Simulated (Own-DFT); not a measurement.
# What a defect does to the pressure of its cell: 2H SiC

Source: density functional calculations with Own-DFT, an unreviewed in-house program that is no longer used. Nothing was measured or relaxed, and spin and spin-orbit coupling are left out.

All runs used: PBE; PseudoDojo norm-conserving scalar-relativistic files; cutoff 42 hartree; 4 x 4 x 3 k mesh centred on Gamma; Fermi-Dirac smearing of 0.1 eV.

Caveats (not all hold for every row): some atoms lie very close together; not probed for a lower state with spin; forces on such cells moved up to 12 meV/angstrom on a denser k mesh; forces on such cells passed a denser k mesh, each cell not checked; stress not checked against mesh or cutoff.

All runs share one cell, with vectors in Å (9.248, 0.000, 0.000); (-4.624, 8.009, 0.000); (0.000, 0.000, 10.068) and a volume of 745.7 Å³. u is the rms random offset of the atoms per axis. The defect's site can differ from row to row.

| cell | formula | u (Å) | P (GPa) |
|---|---|---|---|
| no defect | C36Si36 | 0.0300 | 3.82 |
| no defect | C36Si36 | 0.0302 | 3.88 |
| no defect | C36Si36 | 0.0641 | 6.32 |
| one C vacancy | C35Si36 | 0.0292 | 3.74 |
| one C vacancy | C35Si36 | 0.0296 | 3.89 |
| one C vacancy | C35Si36 | 0.0308 | 3.64 |
| one C on a Si site | C37Si35 | 0.0289 | 1.84 |
| one C on a Si site | C37Si35 | 0.0291 | 1.68 |
| one C on a Si site | C37Si35 | 0.0478 | 3.55 |
| one C on a Si site | C37Si35 | 0.0508 | ? |
| one Si on a C site | C35Si37 | 0.0286 | 10.14 |
| one Si on a C site | C35Si37 | 0.0320 | 10.35 |
| one Si on a C site | C35Si37 | 0.0480 | 11.62 |
| one C on a Si site and one Si on a C site | C36Si36 | 0.0318 | 7.79 |
| one C on a Si site and one Si on a C site | C36Si36 | 0.0515 | 9.72 |
| one C on a Si site and one Si on a C site | C36Si36 | 0.0529 | 8.37 |

## What the rows give

P = P0 + c u² + a shift for each defect gives P0 = 3.02 GPa, c = 837 ± 119 GPa/Å² and a scatter of 0.40 GPa. The shifts, and each times the cell's volume:

- one Si on a C site: 6.53 ± 0.34 GPa, 30.4 eV
- one C on a Si site and one Si on a C site: 3.80 ± 0.33 GPa, 17.7 eV
- one C vacancy: -0.02 ± 0.35 GPa, -0.1 eV (not resolved)
- one C on a Si site: -1.78 ± 0.34 GPa, -8.3 eV

A positive shift means that the defect pushes the cell outwards. Shift times volume (160.2 GPa Å³ is 1 eV) depends little on the cell's size, so, taken for each site, it can be compared between cells at like pressure. The atoms around the defects weren't relaxed, which would change these numbers.

## Withheld run

Q: what pressure belongs in the blank (one C on a Si site, u = 0.0508 Å)?

From the fit: 3.41 ± 0.49 GPa. Computed: 3.43 GPa.
